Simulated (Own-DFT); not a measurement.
## Calculated data, InP (zincblende, strained, atoms displaced)

All values are calculated (Own-DFT development build). A calculation, not a measurement: plane-wave PBE density functional theory by an unreviewed code, no spin, of a simulated periodic cell, stress positive in tension, free energy of the whole cell less one offset for each atom, forces on such cells moved up to 12 meV/angstrom on a denser k mesh; offsets are fitted by least squares, one for each functional and potential file, so energies compare only between cells with the same atoms and settings and are not formation energies; the far tail of each file's local potential was reset to the Coulomb form; each entry is a single point on an unrelaxed cell, so the pressure reflects the starting lattice, mostly measured values (interpolated for alloys), from which strain is counted, and rises with the displacements; printed positions are rounded, which can move forces by about a meV/angstrom; the program, named Own-DFT, is a retired in-house code; no spin-orbit coupling; before rounding, a Quantum ESPRESSO 7.3.1 run of the same cell and cutoff gave forces within 1 meV/angstrom rms on each cell, which checks the program and not the settings.

Common to all runs: functional PBE; potential files PseudoDojo norm-conserving, scalar-relativistic, standard set; wave cutoff 36 hartree; occupations Fermi-Dirac; smearing width 0.1 eV; k mesh 3 x 3 x 3 centred on Gamma.

(1) 
```cif
# cell vector a (Å): 11.3066 0.0000 0.0000
# cell vector b (Å): 0.0000 11.3066 0.0000
# cell vector c (Å): 0.0000 0.0000 12.2113
data_InP
_symmetry_space_group_name_H-M 'P 1'
_symmetry_Int_Tables_number 1
_cell_length_a 11.3066
_cell_length_b 11.3066
_cell_length_c 12.2113
_cell_angle_alpha 90.000
_cell_angle_beta 90.000
_cell_angle_gamma 90.000
_cell_volume 1561.08
loop_
_atom_site_label
_atom_site_type_symbol
_atom_site_fract_x
_atom_site_fract_y
_atom_site_fract_z
_atom_site_occupancy
In1 In 0.99942 0.00189 0.00162 1
In2 In 0.99959 0.24656 0.24504 1
In3 In 0.24812 0.99773 0.24797 1
In4 In 0.24918 0.24888 0.99871 1
P1 P 0.12295 0.12841 0.12649 1
P2 P 0.12196 0.36979 0.37168 1
P3 P 0.37042 0.12754 0.37583 1
P4 P 0.37304 0.37631 0.12477 1
In5 In 0.99888 0.00128 0.49749 1
In6 In 0.99849 0.25096 0.75245 1
In7 In 0.24980 0.99833 0.74497 1
In8 In 0.25002 0.25229 0.50090 1
P5 P 0.12282 0.12600 0.62785 1
P6 P 0.12823 0.37010 0.87345 1
P7 P 0.37712 0.12770 0.87184 1
P8 P 0.37171 0.37737 0.62620 1
In9 In 0.00315 0.49740 0.99791 1
In10 In 0.99819 0.74809 0.24931 1
In11 In 0.24901 0.50087 0.24877 1
In12 In 0.24723 0.75082 0.00022 1
P9 P 0.12486 0.62418 0.12515 1
P10 P 0.12510 0.87364 0.37806 1
P11 P 0.37588 0.62359 0.37523 1
P12 P 0.37474 0.87577 0.12640 1
In13 In 0.99930 0.49881 0.49740 1
In14 In 0.99683 0.75365 0.74804 1
In15 In 0.25227 0.49846 0.75064 1
In16 In 0.25098 0.74962 0.50251 1
P13 P 0.12580 0.62408 0.62698 1
P14 P 0.12558 0.87315 0.87307 1
P15 P 0.37616 0.62380 0.87837 1
P16 P 0.37938 0.87480 0.62807 1
In17 In 0.49709 0.00304 0.99808 1
In18 In 0.50218 0.25400 0.24535 1
In19 In 0.75099 0.00262 0.25083 1
In20 In 0.75157 0.25020 0.00287 1
P17 P 0.62289 0.12126 0.12249 1
P18 P 0.62241 0.36955 0.37639 1
P19 P 0.87809 0.12534 0.37457 1
P20 P 0.87353 0.37293 0.12504 1
In21 In 0.49700 0.99942 0.50081 1
In22 In 0.50225 0.24888 0.74662 1
In23 In 0.74772 0.00103 0.75081 1
In24 In 0.74979 0.24655 0.50237 1
P21 P 0.62548 0.12462 0.62237 1
P22 P 0.63068 0.37355 0.87492 1
P23 P 0.87784 0.12892 0.87272 1
P24 P 0.87220 0.36748 0.62530 1
In25 In 0.50129 0.50274 0.00483 1
In26 In 0.50226 0.74930 0.24839 1
In27 In 0.74608 0.50303 0.24739 1
In28 In 0.74625 0.75351 0.99997 1
P25 P 0.62520 0.62208 0.13117 1
P26 P 0.62652 0.87671 0.37608 1
P27 P 0.87662 0.62648 0.37319 1
P28 P 0.86939 0.87720 0.12435 1
In29 In 0.50194 0.49835 0.49697 1
In30 In 0.49756 0.75327 0.75057 1
In31 In 0.75128 0.49957 0.75144 1
In32 In 0.75152 0.75242 0.49808 1
P29 P 0.62967 0.62340 0.62178 1
P30 P 0.62424 0.87097 0.86979 1
P31 P 0.86990 0.62908 0.87623 1
P32 P 0.86854 0.87375 0.62475 1
_calc_free_energy_of_cell_above_offsets '-32.590'  # eV
_calc_pressure 5.91  # GPa
_calc_stress_xx -7.07  # GPa
_calc_stress_yy -7.05  # GPa
_calc_stress_zz -3.62  # GPa
_calc_stress_yz 0.03  # GPa
_calc_stress_xz -0.37  # GPa
_calc_stress_xy 0.28  # GPa
```

Force:
```csv
element,x (eV/Å),y (eV/Å),z (eV/Å)
In,0.042,-0.173,-0.344
In,-0.394,0.467,0.558
In,-0.054,0.261,0.456
In,0.337,-0.128,0.178
P,0.557,-0.681,-0.538
P,0.197,0.427,0.101
P,0.479,-0.193,-0.405
P,-0.03,-0.1,-0.206
In,0.068,-0.245,0.645
In,0.281,0.053,-0.436
In,-0.015,0.232,0.552
In,-0.335,-0.115,0.106
P,0.007,-0.017,-0.454
P,-0.229,0.547,0.045
P,-0.422,-0.27,-0.026
P,0.649,-0.193,-0.302
In,-0.379,0.147,-0.129
In,0.174,0.459,-0.194
In,-0.064,-0.16,0.438
In,0.247,-0.064,0.034
P,-0.171,0.083,-0.14
P,-0.038,-0.091,-0.393
P,-0.114,0.244,-0.11
P,0.099,-0.152,-0.371
In,0.011,-0.234,0.33
In,0,-0.359,0.091
In,-0.183,0.34,0.313
In,0.154,-0.095,-0.024
P,-0.296,-0.061,-0.068
P,-0.155,0.437,0.171
P,-0.04,0.178,-0.202
P,-0.526,-0.025,-0.58
In,0.082,-0.556,-0.301
In,-0.396,-0.599,0.253
In,-0.227,0.029,0.144
In,-0.155,-0.34,-0.322
P,0.252,0.327,0.236
P,0.651,0.299,-0.258
P,-0.372,0.2,-0.111
P,0.187,0.543,0.119
In,0.064,0.234,-0.434
In,0.064,0.485,0.128
In,0.227,0.174,0.037
In,0.065,0.029,-0.633
P,-0.238,-0.34,0.249
P,-0.758,0.112,0.242
P,-0.558,-0.638,0.536
P,0.403,0.926,-0.021
In,0.162,-0.505,-0.565
In,-0.277,0.295,0.555
In,0.71,-0.902,1.023
In,-0.143,-0.325,0.235
P,-0.129,0.807,-1.089
P,-0.307,0.02,-0.236
P,-0.419,-0.33,0.137
P,0.541,-0.157,0.09
In,-0.134,0.084,0.467
In,0.314,-1.18,-0.198
In,0.071,0.035,-0.313
In,-0.168,-0.396,-0.138
P,-0.515,0.144,0.292
P,-0.125,0.724,0.797
P,0.675,-0.325,0.06
P,0.599,0.603,-0.076
```

(2) 
```cif
# cell vector a (Å): 11.3066 0.0000 0.0000
# cell vector b (Å): 0.0000 11.3066 0.0000
# cell vector c (Å): 0.0000 0.0000 12.1251
data_InP
_symmetry_space_group_name_H-M 'P 1'
_symmetry_Int_Tables_number 1
_cell_length_a 11.3066
_cell_length_b 11.3066
_cell_length_c 12.1251
_cell_angle_alpha 90.000
_cell_angle_beta 90.000
_cell_angle_gamma 90.000
_cell_volume 1550.06
loop_
_atom_site_label
_atom_site_type_symbol
_atom_site_fract_x
_atom_site_fract_y
_atom_site_fract_z
_atom_site_occupancy
In1 In 0.99476 0.00149 0.99741 1
In2 In 0.99421 0.24656 0.25192 1
In3 In 0.24772 0.00069 0.24696 1
In4 In 0.24694 0.24533 0.00523 1
P1 P 0.12275 0.12202 0.12388 1
P2 P 0.11997 0.37265 0.38115 1
P3 P 0.37046 0.12257 0.36599 1
P4 P 0.38207 0.38163 0.12826 1
In5 In 0.00450 0.00976 0.50477 1
In6 In 0.99195 0.24805 0.75401 1
In7 In 0.23915 0.00738 0.75141 1
In8 In 0.26375 0.24583 0.50678 1
P5 P 0.12568 0.12066 0.62847 1
P6 P 0.13260 0.36836 0.88014 1
P7 P 0.37173 0.12432 0.87736 1
P8 P 0.37327 0.37353 0.62582 1
In9 In 0.00766 0.49703 0.99471 1
In10 In 0.99973 0.75181 0.25288 1
In11 In 0.25109 0.49889 0.26132 1
In12 In 0.23819 0.74086 0.99424 1
P9 P 0.12960 0.63172 0.12477 1
P10 P 0.12904 0.88011 0.37619 1
P11 P 0.38275 0.61988 0.37944 1
P12 P 0.37908 0.87899 0.12126 1
In13 In 0.00321 0.50286 0.50094 1
In14 In 0.00682 0.75059 0.74035 1
In15 In 0.24465 0.49348 0.74733 1
In16 In 0.25584 0.75206 0.50870 1
P13 P 0.11836 0.62124 0.63161 1
P14 P 0.12949 0.87551 0.87408 1
P15 P 0.37043 0.62082 0.87449 1
P16 P 0.37487 0.87586 0.63246 1
In17 In 0.50660 0.00164 0.99501 1
In18 In 0.50659 0.25214 0.24861 1
In19 In 0.74885 0.99323 0.25377 1
In20 In 0.75000 0.24072 0.00104 1
P17 P 0.62241 0.12432 0.12148 1
P18 P 0.62246 0.37503 0.37292 1
P19 P 0.87417 0.12658 0.37123 1
P20 P 0.87327 0.38118 0.12426 1
In21 In 0.49528 0.00017 0.50053 1
In22 In 0.50625 0.24816 0.74973 1
In23 In 0.74331 0.99685 0.74324 1
In24 In 0.75178 0.24756 0.50198 1
P21 P 0.62131 0.11956 0.62076 1
P22 P 0.61899 0.37504 0.87247 1
P23 P 0.87271 0.12472 0.87804 1
P24 P 0.87041 0.37007 0.62276 1
In25 In 0.49483 0.49340 0.00541 1
In26 In 0.50561 0.75253 0.25771 1
In27 In 0.75373 0.49800 0.25281 1
In28 In 0.74572 0.75223 0.00206 1
P25 P 0.62121 0.63152 0.13380 1
P26 P 0.63334 0.87577 0.37485 1
P27 P 0.86701 0.62017 0.37899 1
P28 P 0.88046 0.88028 0.12074 1
In29 In 0.49238 0.50395 0.49772 1
In30 In 0.49694 0.74806 0.75142 1
In31 In 0.74934 0.50494 0.74328 1
In32 In 0.75416 0.74219 0.50142 1
P29 P 0.62954 0.62632 0.62728 1
P30 P 0.62345 0.87345 0.87867 1
P31 P 0.86787 0.62433 0.87791 1
P32 P 0.86974 0.86784 0.61762 1
_calc_free_energy_of_cell_above_offsets '-30.031'  # eV
_calc_pressure 7.02  # GPa
_calc_stress_xx -7.83  # GPa
_calc_stress_yy -8.08  # GPa
_calc_stress_zz -5.16  # GPa
_calc_stress_yz -0.02  # GPa
_calc_stress_xz 0.1  # GPa
_calc_stress_xy -0.1  # GPa
```

Force:
```csv
element,x (eV/Å),y (eV/Å),z (eV/Å)
In,1.006,-0.138,-0.351
In,0.537,0.821,-0.822
In,0.191,-0.639,-0.629
In,1.075,0.262,0.534
P,-0.538,0.244,0.306
P,0.719,-0.583,-0.15
P,0.8,0.471,0.756
P,-1.755,-1.302,0.872
In,-0.896,-1.064,-0.91
In,0.665,0.37,-0.191
In,1.441,-0.801,0.692
In,-1.181,-0.324,-0.975
P,-0.346,1.83,-0.266
P,-0.752,-0.019,-0.904
P,0.32,0.22,-0.458
P,0.918,0.362,0.408
In,-0.559,0.591,0.51
In,-0.138,-0.035,0.125
In,-0.319,-0.03,-0.779
In,1.695,1.163,0.09
P,-0.859,-1.444,1.226
P,-0.281,-0.587,0.578
P,-1.47,1.869,-0.754
P,-0.392,-0.793,0.126
In,-0.7,-0.366,0.031
In,-1.491,0.833,1.8
In,0.353,0.149,0.513
In,-0.497,-0.438,-0.66
P,1.336,-0.322,-1.233
P,-1.145,0.029,-0.12
P,0.23,-0.305,-0.151
P,-0.099,0.599,-0.055
In,-0.971,-0.003,0.313
In,-0.519,-0.37,-0.095
In,0.512,0.882,-1.243
In,-0.275,1.498,0.064
P,0.462,-0.374,0.892
P,0.422,0.061,0.975
P,-0.303,-0.652,0.838
P,0.413,-0.752,-0.41
In,-0.197,-0.479,-0.819
In,-0.827,-0.268,0.034
In,0.558,-0.386,0.659
In,-0.684,-0.09,-0.77
P,0.16,0.633,0.089
P,1.072,0.268,0.484
P,-0.434,-0.641,-1.05
P,0.737,0.667,0.415
In,1.095,1.442,-0.988
In,-0.98,0.573,-0.39
In,-0.833,0.114,-0.54
In,0.313,-0.305,0.515
P,0.516,-1.017,-0.904
P,-0.856,-0.392,1.424
P,1.449,0.214,-0.536
P,-0.757,-0.778,0.8
In,1.631,-1.216,1.452
In,0.279,-0.204,0.392
In,0.285,-0.938,1.119
In,-0.958,0.402,-0.423
P,-1.438,0.133,-0.677
P,0.258,-0.097,-1.041
P,0.97,0.194,-0.464
P,1.028,1.257,0.726
```

(3) 
```cif
# cell vector a (Å): 11.3066 0.0000 0.0000
# cell vector b (Å): 0.0000 11.3066 0.0000
# cell vector c (Å): 0.0000 0.0000 12.1251
data_InP
_symmetry_space_group_name_H-M 'P 1'
_symmetry_Int_Tables_number 1
_cell_length_a 11.3066
_cell_length_b 11.3066
_cell_length_c 12.1251
_cell_angle_alpha 90.000
_cell_angle_beta 90.000
_cell_angle_gamma 90.000
_cell_volume 1550.06
loop_
_atom_site_label
_atom_site_type_symbol
_atom_site_fract_x
_atom_site_fract_y
_atom_site_fract_z
_atom_site_occupancy
In1 In 0.00157 0.99819 0.99814 1
In2 In 0.99659 0.24721 0.24784 1
In3 In 0.24848 0.00703 0.24782 1
In4 In 0.25096 0.24644 0.00490 1
P1 P 0.13401 0.13199 0.11546 1
P2 P 0.12510 0.37367 0.38184 1
P3 P 0.38270 0.12008 0.37028 1
P4 P 0.37681 0.37369 0.12317 1
In5 In 0.99664 0.99527 0.50149 1
In6 In 0.99416 0.25904 0.76108 1
In7 In 0.25180 0.00158 0.75218 1
In8 In 0.25689 0.24255 0.50028 1
P5 P 0.11866 0.13037 0.62630 1
P6 P 0.13391 0.37490 0.87013 1
P7 P 0.37406 0.12943 0.87117 1
P8 P 0.37676 0.37997 0.62263 1
In9 In 0.00278 0.49823 0.99821 1
In10 In 0.99548 0.75137 0.25502 1
In11 In 0.25329 0.50362 0.24799 1
In12 In 0.24881 0.75425 0.00202 1
P9 P 0.12258 0.62217 0.13033 1
P10 P 0.12466 0.87782 0.37853 1
P11 P 0.37031 0.62636 0.37912 1
P12 P 0.37539 0.86892 0.12341 1
In13 In 0.00347 0.49711 0.50124 1
In14 In 0.00590 0.74527 0.75058 1
In15 In 0.25022 0.50644 0.75138 1
In16 In 0.25253 0.75544 0.49986 1
P13 P 0.12164 0.62361 0.62883 1
P14 P 0.12559 0.88223 0.87746 1
P15 P 0.37520 0.62696 0.87666 1
P16 P 0.37542 0.86899 0.62296 1
In17 In 0.49767 0.99744 0.99381 1
In18 In 0.49334 0.24058 0.24384 1
In19 In 0.74648 0.99652 0.25310 1
In20 In 0.75082 0.24642 0.00063 1
P17 P 0.62834 0.12775 0.12712 1
P18 P 0.62524 0.37267 0.37402 1
P19 P 0.87195 0.12967 0.38810 1
P20 P 0.87672 0.37228 0.12596 1
In21 In 0.51091 0.99327 0.50114 1
In22 In 0.50491 0.25302 0.75201 1
In23 In 0.74872 0.99828 0.75669 1
In24 In 0.74761 0.24859 0.50178 1
P21 P 0.62206 0.12778 0.62516 1
P22 P 0.63185 0.36958 0.87172 1
P23 P 0.87215 0.12408 0.86907 1
P24 P 0.87573 0.37637 0.62550 1
In25 In 0.49988 0.50803 0.99718 1
In26 In 0.50095 0.75117 0.24559 1
In27 In 0.75158 0.50069 0.25133 1
In28 In 0.74908 0.74949 0.99855 1
P25 P 0.62566 0.62504 0.12755 1
P26 P 0.62323 0.87833 0.37821 1
P27 P 0.87146 0.63441 0.37499 1
P28 P 0.87107 0.87244 0.12474 1
In29 In 0.50007 0.50068 0.49878 1
In30 In 0.49349 0.74810 0.75205 1
In31 In 0.74023 0.49856 0.75114 1
In32 In 0.74837 0.75651 0.49226 1
P29 P 0.62337 0.62640 0.62503 1
P30 P 0.62741 0.87820 0.86955 1
P31 P 0.87009 0.62067 0.87713 1
P32 P 0.87390 0.87609 0.62026 1
_calc_free_energy_of_cell_above_offsets '-30.721'  # eV
_calc_pressure 6.87  # GPa
_calc_stress_xx -7.93  # GPa
_calc_stress_yy -7.85  # GPa
_calc_stress_zz -4.81  # GPa
_calc_stress_yz 0.19  # GPa
_calc_stress_xz 0.48  # GPa
_calc_stress_xy -0.19  # GPa
```

Force:
```csv
element,x (eV/Å),y (eV/Å),z (eV/Å)
In,-0.692,0.602,0.581
In,0.49,-0.132,0.779
In,0.03,-0.742,-0.026
In,1.167,1.509,-1.769
P,-2.141,-1.528,1.723
P,0.533,-0.336,-1.178
P,-0.428,-0.421,1.043
P,0.099,0.577,-0.109
In,0.532,0.865,0.138
In,0.38,-0.246,-1.12
In,-0.277,0.218,-1.03
In,-0.223,0.206,0.125
P,0.265,-0.366,0.326
P,-0.2,0.067,1.087
P,0.3,-0.091,0.438
P,-0.175,-0.459,0.574
In,0.093,-0.171,0.025
In,0.678,0.306,-0.557
In,-0.217,-0.755,0.577
In,-0.619,-0.67,-0.084
P,-0.136,0.653,-0.588
P,0.12,0.136,-0.789
P,0.694,0.164,-0.658
P,-0.018,1.204,0.214
In,-0.689,0.505,-0.115
In,-1.075,0.751,0.49
In,0.435,-0.394,-0.546
In,-0.847,-0.669,0.112
P,0.751,0.245,-0.922
P,0.181,-1.051,-0.543
P,-0.584,0.2,0.181
P,0.172,1.133,0.53
In,0.188,0.417,0.533
In,0.779,1.163,0.301
In,0.692,0.777,0.05
In,0.311,0.127,0.036
P,-0.341,-0.98,-0.584
P,-0.404,-0.067,-0.341
P,0.545,-0.96,-1.855
P,-0.214,0.377,-0.396
In,-1.295,0.886,0.814
In,-0.781,0.104,-0.611
In,0.322,0.341,-1.927
In,-0.306,0.911,0.566
P,0.327,-0.548,0.386
P,-0.767,0.456,1.29
P,0.43,0.008,1.219
P,-0.508,0.146,0.189
In,0.51,-1.09,0.205
In,-0.209,-0.281,1.034
In,0.065,-0.253,0.148
In,-0.221,0.011,-0.064
P,0.175,-0.05,-0.361
P,-0.067,-0.852,-1.437
P,0.35,-1.474,0.349
P,0.428,0.514,0.07
In,0.303,0.031,-0.22
In,0.802,0.142,-0.349
In,0.962,0.372,-0.793
In,-0.084,-0.51,1.349
P,0.082,0.435,-0.253
P,-0.816,-1.099,0.825
P,0.439,0.216,-0.358
P,-0.296,-0.581,1.276
```

(4) 
```cif
# cell vector a (Å): 11.3066 0.0000 0.0000
# cell vector b (Å): 0.0000 11.3066 0.0000
# cell vector c (Å): 0.0000 0.0000 12.1251
data_InP
_symmetry_space_group_name_H-M 'P 1'
_symmetry_Int_Tables_number 1
_cell_length_a 11.3066
_cell_length_b 11.3066
_cell_length_c 12.1251
_cell_angle_alpha 90.000
_cell_angle_beta 90.000
_cell_angle_gamma 90.000
_cell_volume 1550.06
loop_
_atom_site_label
_atom_site_type_symbol
_atom_site_fract_x
_atom_site_fract_y
_atom_site_fract_z
_atom_site_occupancy
In1 In 0.00037 0.99162 0.00476 1
In2 In 0.00301 0.24709 0.24721 1
In3 In 0.25086 0.99581 0.24765 1
In4 In 0.25132 0.25095 0.00072 1
P1 P 0.13047 0.12466 0.12483 1
P2 P 0.12061 0.37131 0.37662 1
P3 P 0.37576 0.12831 0.37384 1
P4 P 0.37547 0.37400 0.13456 1
In5 In 0.01074 0.99601 0.50545 1
In6 In 0.00700 0.25349 0.74510 1
In7 In 0.24437 0.99927 0.75678 1
In8 In 0.24821 0.24883 0.50442 1
P5 P 0.12020 0.13076 0.62093 1
P6 P 0.12431 0.37886 0.87197 1
P7 P 0.37644 0.12029 0.87607 1
P8 P 0.37174 0.36571 0.62525 1
In9 In 0.99468 0.49005 0.99762 1
In10 In 0.99483 0.75236 0.24866 1
In11 In 0.24393 0.49300 0.24989 1
In12 In 0.25388 0.75373 0.00463 1
P9 P 0.12614 0.62996 0.11812 1
P10 P 0.12019 0.87289 0.36937 1
P11 P 0.36676 0.62705 0.37677 1
P12 P 0.37826 0.87786 0.11878 1
In13 In 0.99457 0.50185 0.49971 1
In14 In 0.99175 0.75713 0.74961 1
In15 In 0.25338 0.49958 0.74833 1
In16 In 0.24861 0.74635 0.50245 1
P13 P 0.12731 0.62418 0.62414 1
P14 P 0.12119 0.87766 0.87825 1
P15 P 0.37376 0.62571 0.87796 1
P16 P 0.37776 0.87839 0.62474 1
In17 In 0.49522 0.00208 0.99727 1
In18 In 0.49246 0.25696 0.24547 1
In19 In 0.75000 0.99595 0.24811 1
In20 In 0.74247 0.25282 0.00870 1
P17 P 0.62463 0.12664 0.12475 1
P18 P 0.62226 0.37481 0.37134 1
P19 P 0.86954 0.12195 0.38052 1
P20 P 0.86148 0.37552 0.12858 1
In21 In 0.50070 0.00101 0.50840 1
In22 In 0.49287 0.25359 0.74360 1
In23 In 0.74939 0.98983 0.75487 1
In24 In 0.74906 0.25276 0.50063 1
P21 P 0.62452 0.11775 0.62701 1
P22 P 0.62379 0.38074 0.87434 1
P23 P 0.87690 0.12923 0.87605 1
P24 P 0.86610 0.37734 0.63053 1
In25 In 0.50127 0.49459 0.99609 1
In26 In 0.50109 0.74629 0.25112 1
In27 In 0.75118 0.50607 0.25308 1
In28 In 0.75176 0.75323 0.99857 1
P25 P 0.62072 0.62504 0.12080 1
P26 P 0.62181 0.87536 0.38144 1
P27 P 0.88549 0.62457 0.37435 1
P28 P 0.87148 0.88169 0.12346 1
In29 In 0.50285 0.49519 0.49826 1
In30 In 0.50249 0.75221 0.74857 1
In31 In 0.75355 0.49935 0.75424 1
In32 In 0.74896 0.75231 0.50082 1
P29 P 0.62444 0.62523 0.62457 1
P30 P 0.62249 0.88137 0.87513 1
P31 P 0.87199 0.62351 0.87534 1
P32 P 0.87859 0.87154 0.62865 1
_calc_free_energy_of_cell_above_offsets '-30.609'  # eV
_calc_pressure 6.88  # GPa
_calc_stress_xx -7.88  # GPa
_calc_stress_yy -7.86  # GPa
_calc_stress_zz -4.91  # GPa
_calc_stress_yz -0.14  # GPa
_calc_stress_xz 0.37  # GPa
_calc_stress_xy -0.08  # GPa
```

Force:
```csv
element,x (eV/Å),y (eV/Å),z (eV/Å)
In,0.046,1.695,-0.487
In,-0.871,-0.199,0.262
In,0.313,0.284,0.429
In,0.129,0.151,-0.285
P,-0.499,-0.213,-0.214
P,-0.028,0.115,0.276
P,-0.059,-0.542,0.322
P,-0.864,1.074,-2.243
In,-1.125,-0.023,-0.803
In,-1.103,-0.011,0.658
In,0.198,0.268,-0.932
In,0.065,-0.17,-1.279
P,0.845,-0.824,0.842
P,0.523,-0.439,0.249
P,-0.488,1.196,-0.557
P,-0.079,1.633,-0.591
In,-0.059,0.688,0.634
In,0.35,-0.168,-0.873
In,-0.298,1.039,0.214
In,-0.27,-0.128,-0.909
P,-0.755,-0.909,0.665
P,0.731,0.062,0.624
P,0.68,-0.787,-0.445
P,0.219,-0.27,1.202
In,0.574,-0.711,0.802
In,1.344,-1.453,0.898
In,0.033,0.318,0.09
In,-0.031,0.918,-0.115
P,-0.786,-0.001,0.592
P,0.227,-0.939,-0.195
P,0.222,0.123,-0.405
P,-1.193,-0.409,0.528
In,0.936,0.231,0.524
In,1.354,-1.56,1.111
In,-0.662,0.663,0.883
In,0.326,-0.27,-1.589
P,-0.84,-0.596,0.55
P,0.424,-0.055,0.053
P,0.844,-0.159,-0.374
P,1.482,0.03,0.173
In,-0.375,0.379,-1.269
In,1.286,-1.069,1.222
In,0.762,1.374,-0.377
In,-0.461,-0.353,0.113
P,0.684,1.016,0.544
P,0.01,-1.314,-0.426
P,-0.095,-0.147,0.159
P,0.982,-0.28,-0.774
In,-0.759,0.453,0.704
In,-0.317,0.268,0.122
In,-0.503,0.302,0.097
In,-0.522,-0.144,0.005
P,0.529,0.053,0.251
P,0.048,0.028,-0.814
P,-1.429,0.583,0.04
P,-0.026,-1.14,0.301
In,-0.655,0.465,0.163
In,-0.279,-0.235,0.329
In,-0.874,0.64,-0.233
In,0.435,-0.446,-0.155
P,0.193,-0.376,0.113
P,-0.228,-1.065,0.548
P,0.573,0.432,0.25
P,-0.836,0.924,-1.194
```
